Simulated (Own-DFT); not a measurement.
Simulation results for GaP (zincblende, strained, atoms displaced)

All values are calculated (Own-DFT development build). A calculation, not a measurement: plane-wave PBE density functional theory by an unreviewed code, no spin, of a simulated periodic cell, stress positive in tension, free energy of the whole cell less one offset for each atom, forces on such cells passed a denser k mesh, this cell's mesh not checked; offsets are fitted by least squares, one for each functional and potential file, so energies compare only between cells with the same atoms and settings and are not formation energies; the far tail of each file's local potential was reset to the Coulomb form; each entry is a single point on an unrelaxed cell, so the pressure reflects the starting lattice, mostly measured values (interpolated for alloys), from which strain is counted, and rises with the displacements; printed positions are rounded, which can move forces by about a meV/angstrom; the program, named Own-DFT, is a retired in-house code; no spin-orbit coupling.

Settings shared by all entries: functional PBE; potential files PseudoDojo norm-conserving, scalar-relativistic, standard set; wave cutoff 42 hartree; occupations Fermi-Dirac; smearing width 0.1 eV; hardware one NVIDIA H100; k mesh 3 x 3 x 3 centred on Gamma.

(1) GaP (zincblende, strained, atoms displaced)

```xyz
64
Lattice="10.8333 -0.0833 -0.0758 -0.0833 10.7987 0.0003 -0.0758 0.0003 10.7751" Properties=species:S:1:pos:R:3 GaP
Ga    -0.1565    10.7469    10.7012
Ga     0.0111     2.6932     2.7729
Ga     2.7035     0.0583     2.7065
Ga     2.5791     2.6617    10.7426
P      1.2524     1.4472     1.3084
P      1.2941     4.0255     4.0093
P      3.9448     1.3697     4.0093
P      4.0037     3.9974     1.3199
Ga    10.6863    10.6316     5.1687
Ga    10.7484     2.6543     7.9291
Ga     2.7375     0.0063     8.0658
Ga     2.6261     2.7285     5.3073
P      1.2166     1.3752     6.6866
P      1.2417     4.0244     9.5002
P      4.0573     1.3305     9.3843
P      3.9488     4.0822     6.7193
Ga    -0.0354     5.3563     0.0134
Ga    10.7297     7.9465     2.6386
Ga     2.6695     5.3531     2.6500
Ga     2.7079     8.0678     0.0537
P      1.3087     6.7014     1.2873
P      1.2763     9.4198     4.0600
P      4.0118     6.7658     4.0325
P      4.0121     9.4276     1.3450
Ga    10.7491     5.3755     5.3863
Ga    -0.1182     8.1287     8.0832
Ga     2.5614     5.4281     8.0830
Ga     2.5427     8.1974     5.3544
P      1.3229     6.7432     6.6619
P      1.1998     9.4514     9.4572
P      3.9100     6.6950     9.4015
P      3.9514     9.4279     6.8148
Ga     5.3316    -0.0069    10.7250
Ga     5.4887     2.6521     2.6722
Ga     7.9437    10.6851     2.6444
Ga     8.0937     2.6502    -0.0492
P      6.7908     1.3201     1.2796
P      6.6191     3.9487     3.9609
P      9.4102     1.2478     3.9506
P      9.5158     3.9486     1.2738
Ga     5.3961    -0.0073     5.3149
Ga     5.3559     2.6557     8.1465
Ga     8.1210     0.0029     8.0379
Ga     8.0802     2.6537     5.4241
P      6.6932     1.2720     6.7483
P      6.6306     3.9574     9.4467
P      9.2858     1.2641     9.3461
P      9.4440     3.9860     6.7102
Ga     5.3271     5.3461    10.6729
Ga     5.4161     8.0869     2.6696
Ga     8.0881     5.3408     2.6542
Ga     7.9601     8.0180    10.6801
P      6.8301     6.7457     1.2019
P      6.7324     9.4321     4.0438
P      9.4525     6.7147     3.9820
P      9.3868     9.3761     1.2789
Ga     5.2746     5.3443     5.3287
Ga     5.3707     8.0222     8.0244
Ga     8.0223     5.3666     8.0091
Ga     8.0281     8.0473     5.3360
P      6.6599     6.6921     6.6326
P      6.6911     9.3543     9.3315
P      9.3586     6.7371     9.3530
P      9.4375     9.3532     6.6360
```

* free energy of cell above offsets: -32.519 eV
* pressure: 5.85 GPa
* stress xx: -5.56 GPa
* stress yy: -5.96 GPa
* stress zz: -6.03 GPa
* stress yz: -0.18 GPa
* stress xz: -1.48 GPa
* stress xy: -1.55 GPa
* wall time: 498.5 s

Force:
| element | x (eV/Å) | y (eV/Å) | z (eV/Å) |
| --- | --- | --- | --- |
| Ga | -0.659 | 0.875 | 0.731 |
| Ga | -0.98 | -0.275 | -0.579 |
| Ga | -0.857 | -0.667 | -1.113 |
| Ga | 0.764 | -0.146 | 0.035 |
| P | 0.488 | -1.551 | 0.13 |
| P | -0.096 | 1.394 | 0.65 |
| P | 1.591 | 0.154 | 0.323 |
| P | 0.85 | 0.019 | -0.044 |
| Ga | 0.036 | 0.806 | 0.941 |
| Ga | 0.272 | -0.797 | 1.393 |
| Ga | -1.392 | 0.257 | -0.025 |
| Ga | -0.057 | -0.193 | 1.073 |
| P | 0.869 | -0.729 | -0.201 |
| P | -0.067 | 0.183 | -1.388 |
| P | -1.221 | 0.088 | 0.802 |
| P | 0.137 | -0.801 | 0.534 |
| Ga | -0.373 | 0.583 | -0.507 |
| Ga | 0.832 | 0.75 | -1.077 |
| Ga | 0.056 | 0.334 | 0.162 |
| Ga | -0.452 | 0.067 | -0.663 |
| P | -0.085 | 0.387 | 0.862 |
| P | -0.459 | 0.62 | -1.759 |
| P | -0.582 | 0.282 | -0.372 |
| P | 0.073 | 0.586 | 0.393 |
| Ga | 0.122 | -0.711 | -0.9 |
| Ga | 0.587 | -0.519 | -0.291 |
| Ga | -0.091 | -0.775 | -0.046 |
| Ga | 1.678 | -0.983 | 0.754 |
| P | -0.51 | 0.717 | 0.989 |
| P | 1.235 | -0.255 | -0.446 |
| P | 0.727 | 0.691 | 0.079 |
| P | 0.417 | -0.157 | -1.308 |
| Ga | 0.588 | -0.773 | -0.058 |
| Ga | -1.925 | -1.019 | -1.303 |
| Ga | 0.99 | 0.547 | -0.778 |
| Ga | 0.533 | 0.035 | 0.096 |
| P | -0.403 | -0.463 | 0.349 |
| P | 1.919 | 1.492 | 1.573 |
| P | -0.254 | 0.458 | 0.21 |
| P | -0.829 | 0.055 | 0.728 |
| Ga | -0.75 | -0.162 | 0.381 |
| Ga | -0.226 | 0.342 | -1.688 |
| Ga | -0.688 | -1.754 | -1.217 |
| Ga | -0.351 | -0.39 | -0.77 |
| P | 0.018 | 0.645 | -0.274 |
| P | 1.138 | 0.859 | -0.631 |
| P | 1.996 | 1.212 | 0.79 |
| P | -0.825 | 0.923 | -0.384 |
| Ga | -0.604 | 0.294 | 0.97 |
| Ga | 0.012 | -0.464 | -0.331 |
| Ga | 0.007 | -0.338 | -0.382 |
| Ga | 1.197 | 0.959 | -0.407 |
| P | -1.609 | -1.143 | 1.532 |
| P | -0.9 | -0.326 | 0.144 |
| P | -1.037 | -0.746 | 0.694 |
| P | 0.063 | -0.119 | 0.189 |
| Ga | 0.262 | -0.046 | -0.08 |
| Ga | -0.695 | -0.222 | 0.227 |
| Ga | -0.159 | -0.294 | 0.326 |
| Ga | 0.465 | -0.234 | 0.133 |
| P | 0.174 | -0.32 | 0.04 |
| P | -0.45 | 0.95 | 0.352 |
| P | 0.319 | -0.813 | 0.121 |
| P | -0.83 | 0.623 | 0.316 |

(2) GaP (zincblende, strained, atoms displaced)

```xyz
64
Lattice="10.7351 0.0854 0.1751 0.0854 10.6909 -0.1014 0.1751 -0.1014 10.9054" Properties=species:S:1:pos:R:3 GaP
Ga     0.0845     0.0188     0.0176
Ga    10.7610     2.7412     2.9627
Ga     2.8380    10.6329     2.6449
Ga     2.8485     2.5776    10.8956
P      1.4396     1.3065     1.3696
P      1.4626     3.9374     4.0020
P      4.0977     1.2739     4.0557
P      4.1743     4.0503     1.3845
Ga     0.1993    10.6054     5.3553
Ga    10.8800     2.6853     8.3497
Ga     2.9114    10.6113     8.0303
Ga     2.7398     2.6819     5.5403
P      1.4348     1.3955     6.8785
P      1.5195     3.9463     9.6542
P      4.2667     1.2828     9.6191
P      4.1490     3.9594     6.8029
Ga    10.8945     5.4082    10.9912
Ga     0.1098     8.0337     2.6833
Ga     2.7430     5.3851     2.7895
Ga     2.7180     8.0273     0.0622
P      1.4196     6.6459     1.2519
P      1.4683     9.3791     4.0241
P      4.0733     6.7226     4.0825
P      4.1961     9.3663     1.3494
Ga     0.1712     5.2553     5.3204
Ga    10.8887     8.0271     8.3162
Ga     2.8801     5.3288     8.1587
Ga     2.8366     8.0036     5.4720
P      1.4799     6.6098     6.7185
P      1.5835     9.3167     9.5164
P      4.0988     6.6304     9.5819
P      4.3067     9.3426     6.8928
Ga     5.3903     0.0976     0.0908
Ga     5.4259     2.6422     2.7287
Ga     8.2335    10.6877     2.7326
Ga     8.0357     2.7376     0.1520
P      6.7250     1.4077     1.4728
P      6.8814     3.9854     4.1265
P      9.4154     1.2717     4.1468
P      9.3440     4.0292     1.4992
Ga     5.4438     0.0084     5.5491
Ga     5.4724     2.6401     8.2843
Ga     8.3331    10.6211     8.2303
Ga     8.1444     2.7308     5.4426
P      6.8802     1.3336     6.9483
P      6.9034     3.8911     9.5586
P      9.5317     1.3638     9.6865
P      9.5019     3.9932     6.9124
Ga     5.5946     5.2567    10.8899
Ga     5.4209     8.0503     2.7233
Ga     8.0826     5.3320     2.8863
Ga     8.2674     7.9907    10.8920
P      6.7733     6.7763     1.4974
P      6.8633     9.4133     4.1099
P      9.4755     6.7229     4.2174
P      9.4552     9.4604     1.4774
Ga     5.4664     5.3272     5.4493
Ga     5.6408     8.0331     8.1162
Ga     8.2262     5.3238     8.2732
Ga     8.2168     8.0498     5.4958
P      6.8319     6.6197     6.8937
P      6.8961     9.3115     9.6073
P      9.5753     6.6368     9.5998
P      9.6373     9.4320     6.9055
```

* free energy of cell above offsets: -31.339 eV
* pressure: 6.74 GPa
* stress xx: -7.06 GPa
* stress yy: -7.36 GPa
* stress zz: -5.8 GPa
* stress yz: -2.05 GPa
* stress xz: 3.41 GPa
* stress xy: 1.98 GPa
* wall time: 514 s

Force:
| element | x (eV/Å) | y (eV/Å) | z (eV/Å) |
| --- | --- | --- | --- |
| Ga | -1.411 | 0.713 | 0.4 |
| Ga | -0.124 | -0.54 | -1.259 |
| Ga | -0.329 | 0.455 | 0.002 |
| Ga | 0.795 | 0.316 | 0.806 |
| P | -0.453 | 0.367 | 0.554 |
| P | 0.176 | -0.131 | 0.552 |
| P | -0.21 | 0.588 | 1.271 |
| P | -1.264 | -0.251 | 0.235 |
| Ga | -0.419 | 1.611 | 0.326 |
| Ga | -0.755 | 1.273 | 1.032 |
| Ga | -0.536 | 1.137 | 1.391 |
| Ga | 0.535 | -0.414 | -1.199 |
| P | 0.542 | -1.935 | -0.942 |
| P | 0.02 | -0.109 | -1.805 |
| P | -1.289 | -0.532 | -0.453 |
| P | 0.468 | 0.068 | 0.451 |
| Ga | -0.432 | -0.74 | 1.018 |
| Ga | -0.297 | -0.426 | -0.299 |
| Ga | 0.335 | -0.297 | -1.289 |
| Ga | 0.215 | 1.123 | -0.406 |
| P | -0.677 | 0.038 | 1.488 |
| P | 0.986 | -1.075 | -0.126 |
| P | 0.864 | -0.378 | 0.184 |
| P | -0.54 | -0.087 | -0.775 |
| Ga | -0.814 | 0.303 | 0.694 |
| Ga | 0.657 | 0.338 | -0.229 |
| Ga | -0.859 | -0.297 | 0.177 |
| Ga | -0.161 | 0.85 | 0.328 |
| P | -0.003 | -0.065 | 0.592 |
| P | 0.528 | -1.091 | -0.892 |
| P | 1.971 | 0.111 | -0.719 |
| P | -0.586 | -0.474 | -1.923 |
| Ga | -0.168 | 0.075 | 0.544 |
| Ga | -0.497 | 1.016 | 1.007 |
| Ga | -2.055 | 0.943 | 0.294 |
| Ga | -0.194 | 0.05 | -0.443 |
| P | 1.002 | -1.437 | -0.396 |
| P | -2.228 | -0.181 | 0.217 |
| P | 1.031 | 0.75 | 1.335 |
| P | 1.382 | 0.62 | -0.105 |
| Ga | 0.231 | 0.693 | 0.193 |
| Ga | 0.358 | 0.056 | -0.952 |
| Ga | -1.047 | 1.086 | 0.665 |
| Ga | 0.464 | -1.06 | 1.408 |
| P | -0.186 | -0.09 | -0.52 |
| P | 0.243 | 0.701 | 0.433 |
| P | 0.51 | -0.842 | 0.334 |
| P | 0.785 | 0.003 | -0.502 |
| Ga | 0.164 | 0.947 | 0.163 |
| Ga | 0.357 | 0.421 | 0.973 |
| Ga | 0.568 | 1.539 | -0.907 |
| Ga | -0.05 | 0.116 | 1.335 |
| P | 0.589 | -1.171 | -1.293 |
| P | -0.158 | -0.817 | -0.112 |
| P | 0.848 | -0.627 | -0.779 |
| P | 1.499 | -1.546 | -2.024 |
| Ga | 0.095 | 0.099 | -0.127 |
| Ga | -0.823 | -0.594 | 1.856 |
| Ga | -0.439 | -0.22 | -0.212 |
| Ga | -0.62 | 0.519 | 0.879 |
| P | 0.86 | -0.13 | -0.971 |
| P | 0.702 | -0.066 | -0.863 |
| P | -0.092 | 0.246 | -0.087 |
| P | -0.068 | -1.55 | -0.528 |

(3) GaP (zincblende, strained, atoms displaced)

```xyz
64
Lattice="10.8420 0.1943 -0.0668 0.1943 10.7328 0.0607 -0.0668 0.0607 10.7164" Properties=species:S:1:pos:R:3 GaP
Ga    11.0067    10.9172     0.0483
Ga     0.0943     2.7098     2.7165
Ga     2.8901    10.7791     2.6596
Ga     2.7549     2.7438    10.6971
P      1.3656     1.3600     1.3652
P      1.4069     4.1254     3.9771
P      4.0609     1.5214     4.1316
P      4.0752     4.1691     1.3219
Ga     0.0079     0.0773     5.3545
Ga     0.0237     2.6836     8.0096
Ga     2.5842     0.1001     8.0789
Ga     2.6674     2.7154     5.3506
P      1.3050     1.4173     6.5784
P      1.3885     4.0344     9.4459
P      4.0754     1.3712     9.3086
P      4.1178     4.1574     6.6929
Ga     0.0367     5.4794    10.7307
Ga     0.1478     8.0621     2.6440
Ga     2.7632     5.3792     2.5863
Ga     2.8587     8.1401     0.0421
P      1.4359     6.7576     1.3976
P      1.5663     9.4630     4.0620
P      4.1046     6.8495     3.9683
P      4.1647     9.4754     1.3833
Ga    10.8442     5.5971     5.2900
Ga    10.9138     8.3328     8.0173
Ga     2.7176     5.4140     8.0669
Ga     2.7580     8.1271     5.3717
P      1.4048     6.7508     6.6962
P      1.5559     9.4693     9.4173
P      4.1314     6.8941     9.2926
P      4.1836     9.5522     6.7346
Ga     5.3328     0.1885    10.6475
Ga     5.4809     2.7697     2.6304
Ga     8.0777     0.2363     2.6844
Ga     8.1693     2.7993     0.0140
P      6.7709     1.5750     1.1933
P      6.8793     4.2470     3.9677
P      9.4186     1.5741     3.9373
P      9.5714     4.2603     1.3223
Ga     5.5932    10.8254     5.3845
Ga     5.4559     2.8137     8.0489
Ga     8.2648    10.8935     7.9836
Ga     8.1591     2.8923     5.3370
P      6.6482     1.4768     6.6894
P      6.7785     4.1951     9.3855
P      9.5324     1.6633     9.2633
P      9.5319     4.2282     6.6541
Ga     5.4697     5.5534    10.6878
Ga     5.5227     8.2511     2.6761
Ga     8.2157     5.6040     2.7021
Ga     8.2991     8.2996     0.0054
P      6.8889     6.8547     1.4304
P      6.9845     9.4574     4.0075
P      9.5551     6.8917     4.0443
P      9.6175     9.6278     1.2993
Ga     5.4460     5.4901     5.3081
Ga     5.5134     8.2391     8.0672
Ga     8.1909     5.5544     8.0126
Ga     8.2316     8.1477     5.3199
P      6.8876     6.9327     6.6362
P      6.8387     9.5741     9.3656
P      9.5651     6.9079     9.2844
P      9.6317     9.5813     6.6077
```

- free energy of cell above offsets: -31.656 eV
- pressure: 6.98 GPa
- stress xx: -6.55 GPa
- stress yy: -7.19 GPa
- stress zz: -7.18 GPa
- stress yz: 1.3 GPa
- stress xz: -0.82 GPa
- stress xy: 3.31 GPa
- wall time: 506.5 s

Force:
| element | x (eV/Å) | y (eV/Å) | z (eV/Å) |
| --- | --- | --- | --- |
| Ga | 0.634 | 0.408 | -0.854 |
| Ga | -0.678 | 0.087 | 0.011 |
| Ga | 0.286 | 0.708 | 1.687 |
| Ga | 0.184 | -0.402 | 0.515 |
| P | -0.037 | 0.371 | -0.831 |
| P | -0.062 | -0.257 | 0.552 |
| P | 0.651 | -1.16 | -2.369 |
| P | 1.282 | -1.149 | -0.948 |
| Ga | -0.888 | -0.804 | -0.808 |
| Ga | 0.605 | 0.88 | 0.058 |
| Ga | 0.658 | 0.337 | -1.148 |
| Ga | 0.278 | 1.723 | 0.446 |
| P | 0.374 | -0.14 | 1.484 |
| P | -0.44 | 0.526 | -0.841 |
| P | -1.08 | 1.565 | -0.463 |
| P | -0.484 | -0.454 | -0.132 |
| Ga | 0.107 | -0.612 | 0.288 |
| Ga | -0.625 | 0.649 | 1.562 |
| Ga | -0.005 | 0.909 | 1.478 |
| Ga | 0.42 | -1.194 | 0.252 |
| P | 0.447 | -0.001 | -1.489 |
| P | -1.296 | 0.319 | -0.908 |
| P | 0.068 | -0.332 | -0.146 |
| P | 0.964 | 0.52 | -1.088 |
| Ga | 0.89 | -0.497 | 0.664 |
| Ga | 0.625 | -0.376 | 0.044 |
| Ga | 0.203 | 0.136 | 0.086 |
| Ga | 0.969 | -0.4 | 0.892 |
| P | -0.225 | 0.132 | 0.135 |
| P | -2.056 | 0.195 | 0.102 |
| P | -0.384 | -0.548 | 0.847 |
| P | -0.595 | -0.352 | -0.39 |
| Ga | 0.5 | -0.971 | 1.129 |
| Ga | -0.553 | 0.942 | 0.901 |
| Ga | -0.311 | -0.417 | -0.708 |
| Ga | 1.473 | 1.173 | -0.743 |
| P | -0.448 | -1.78 | 0.996 |
| P | -0.741 | -0.795 | -0.023 |
| P | 0.992 | 0.119 | 0.22 |
| P | -0.263 | -0.213 | -0.265 |
| Ga | 0.057 | -0.335 | -0.019 |
| Ga | -0.583 | 0.408 | 0.224 |
| Ga | 0.431 | 0.293 | 0.548 |
| Ga | -0.677 | -0.288 | 0.469 |
| P | 1.376 | 0.307 | -0.901 |
| P | 0.389 | 0.138 | -0.498 |
| P | -1.277 | -1.448 | 0.628 |
| P | -0.098 | 0.095 | -0.087 |
| Ga | -0.278 | 0.453 | 0.462 |
| Ga | 0.161 | -0.901 | 0.583 |
| Ga | 0.647 | -0.704 | -0.009 |
| Ga | -0.362 | -1.395 | -0.14 |
| P | -0.346 | 0.754 | -1.686 |
| P | -0.887 | 1.418 | -0.282 |
| P | 0.624 | 0.726 | -1.577 |
| P | -0.089 | 0.096 | 0.749 |
| Ga | 0.222 | 0.466 | 0.18 |
| Ga | 0.192 | -0.279 | -0.67 |
| Ga | -0.452 | -0.127 | -0.088 |
| Ga | 0.626 | 0.641 | 0.73 |
| P | -1.034 | -0.86 | 0.69 |
| P | 0.665 | 0.336 | 0.075 |
| P | -0.443 | 0.933 | 0.507 |
| P | -0.301 | 0.428 | -0.082 |

(4) GaP (zincblende, strained, atoms displaced)

```xyz
64
Lattice="10.7596 -0.1449 -0.1552 -0.1449 10.7790 -0.0482 -0.1552 -0.0482 11.1188" Properties=species:S:1:pos:R:3 GaP
Ga    10.5962    -0.1679    10.9517
Ga     0.0038     2.6924     2.8082
Ga     2.7008    -0.0347     2.7848
Ga     2.6905     2.6404    -0.0389
P      1.2175     1.2983     1.3625
P      1.2004     3.8934     4.0627
P      4.0609     1.3532     4.0151
P      3.9144     4.0319     1.3032
Ga    -0.1723    10.7478     5.5121
Ga    -0.0959     2.5475     8.3681
Ga     2.6631    -0.0130     8.3158
Ga     2.6596     2.7399     5.4869
P      1.2226     1.2465     6.9622
P      1.1509     3.9767     9.6652
P      3.9123     1.2402     9.6742
P      3.8898     3.9393     6.9275
Ga    10.6115     5.1522    -0.1288
Ga    -0.1454     8.0917     2.7788
Ga     2.6418     5.2788     2.6980
Ga     2.5648     8.1002    -0.0188
P      1.3207     6.6946     1.3577
P      1.1070     9.4236     4.1126
P      3.9036     6.6722     4.1607
P      3.9562     9.4210     1.2458
Ga    10.5492     5.1415     5.3610
Ga    10.4382     7.8580     8.1482
Ga     2.4459     5.2787     8.2404
Ga     2.4239     7.9258     5.4175
P      1.1688     6.7358     6.9170
P      1.0386     9.4708     9.7525
P      3.7391     6.6619     9.6163
P      3.8767     9.4171     6.8085
Ga     5.3564    -0.0274    -0.0395
Ga     5.3193     2.5882     2.6360
Ga     7.9147    10.6183     2.6561
Ga     7.9381     2.7000    -0.1222
P      6.6466     1.3509     1.2098
P      6.6812     4.0001     3.9981
P      9.3042     1.1129     3.9687
P      9.3735     3.8916     1.2149
Ga     5.1744    10.6349     5.3483
Ga     5.2377     2.6898     8.2759
Ga     7.8169    10.5576     8.1752
Ga     7.8404     2.5169     5.4105
P      6.5843     1.2186     6.8845
P      6.5915     3.9346     9.5697
P      9.2666     1.0979     9.5121
P      9.2321     3.9047     6.7774
Ga     5.2828     5.3273    -0.1007
Ga     5.2818     8.0759     2.6444
Ga     8.0237     5.2547     2.6483
Ga     7.7613     7.8767    10.9428
P      6.5095     6.6433     1.2926
P      6.4881     9.3408     4.0803
P      9.2456     6.5935     4.0185
P      9.2392     9.2991     1.2467
Ga     5.2737     5.2679     5.4116
Ga     5.1215     7.9353     8.2376
Ga     7.9224     5.2284     8.1902
Ga     7.9227     7.8891     5.5003
P      6.4928     6.5753     6.8359
P      6.4725     9.2882     9.5245
P      9.1714     6.5473     9.4927
P      9.1525     9.2612     6.7850
```

* free energy of cell above offsets: -32.183 eV
* pressure: 3.95 GPa
* stress xx: -4.75 GPa
* stress yy: -4.62 GPa
* stress zz: -2.47 GPa
* stress yz: -1.4 GPa
* stress xz: -2.17 GPa
* stress xy: -3.12 GPa
* wall time: 518.9 s

Force:
| element | x (eV/Å) | y (eV/Å) | z (eV/Å) |
| --- | --- | --- | --- |
| Ga | -1 | -0.422 | 0.099 |
| Ga | -2.052 | -2.007 | -1.647 |
| Ga | -0.532 | -0.127 | -0.73 |
| Ga | -0.781 | -0.355 | -0.309 |
| P | 1.421 | 0.613 | 0.538 |
| P | 1.604 | 2.464 | 1.94 |
| P | -0.783 | -0.4 | 1.416 |
| P | 1.02 | -0.705 | -0.047 |
| Ga | -0.952 | -0.186 | -0.008 |
| Ga | -0.661 | 0.563 | -0.697 |
| Ga | -0.802 | -1.12 | -0.528 |
| Ga | -0.739 | -1.594 | -0.256 |
| P | 0.977 | 0.883 | -0.528 |
| P | -0.022 | -0.109 | 0.748 |
| P | 0.391 | 1.185 | 0.411 |
| P | 0.314 | 1.135 | -0.363 |
| Ga | 1.208 | 1.232 | -1.137 |
| Ga | -0.202 | -0.646 | -0.794 |
| Ga | -0.582 | 0.629 | 0.71 |
| Ga | -0.177 | -0.198 | -0.808 |
| P | -1.042 | 0.047 | 0.261 |
| P | 1.138 | -0.003 | 0.187 |
| P | 0.055 | -0.095 | -1.1 |
| P | -0.616 | -0.138 | 1.074 |
| Ga | 0.665 | 0.455 | -0.071 |
| Ga | 1.123 | 0.831 | 0.006 |
| Ga | 0.114 | 0.316 | 0.034 |
| Ga | 0.562 | 1.217 | 0.499 |
| P | -0.806 | -0.73 | -0.106 |
| P | 0.64 | -1.05 | -1.064 |
| P | 0.123 | -0.087 | 0.484 |
| P | -1.033 | -0.936 | 0.176 |
| Ga | 0.632 | -0.427 | -1.177 |
| Ga | 0.324 | 1.2 | -0.474 |
| Ga | -1.352 | -0.459 | -1.199 |
| Ga | 0.983 | -1.218 | -0.591 |
| P | 0.899 | -0.731 | 1.009 |
| P | -0.825 | -0.867 | 0.267 |
| P | 0.977 | 1.718 | 1.423 |
| P | -0.519 | -0.329 | 1.226 |
| Ga | -0.375 | 1.127 | 0.666 |
| Ga | -0.066 | -1.557 | -0.197 |
| Ga | -0.418 | 0.292 | -0.624 |
| Ga | 0.818 | -0.047 | -0.042 |
| P | -0.185 | -0.009 | -0.042 |
| P | -0.57 | 1.02 | 0.634 |
| P | -0.437 | 1.104 | 1.253 |
| P | 0.236 | -1.164 | 0.341 |
| Ga | -0.333 | -0.103 | -0.783 |
| Ga | -0.851 | -0.588 | 0.165 |
| Ga | -0.331 | 0.359 | -1.01 |
| Ga | 0.041 | 0.151 | 0.046 |
| P | 1.356 | -0.061 | 0.118 |
| P | 1.599 | -0.537 | -0.216 |
| P | 0.55 | 0.368 | 0.21 |
| P | 0.094 | -0.27 | -0.556 |
| Ga | -0.301 | -0.297 | 0.203 |
| Ga | -0.137 | 0.187 | -0.59 |
| Ga | -0.531 | -0.104 | -0.909 |
| Ga | -0.937 | -0.144 | -0.806 |
| P | 0.456 | 0.223 | 0.427 |
| P | -0.428 | 0.088 | 1.183 |
| P | 0.203 | -0.026 | 1.762 |
| P | 0.855 | 0.438 | -0.108 |
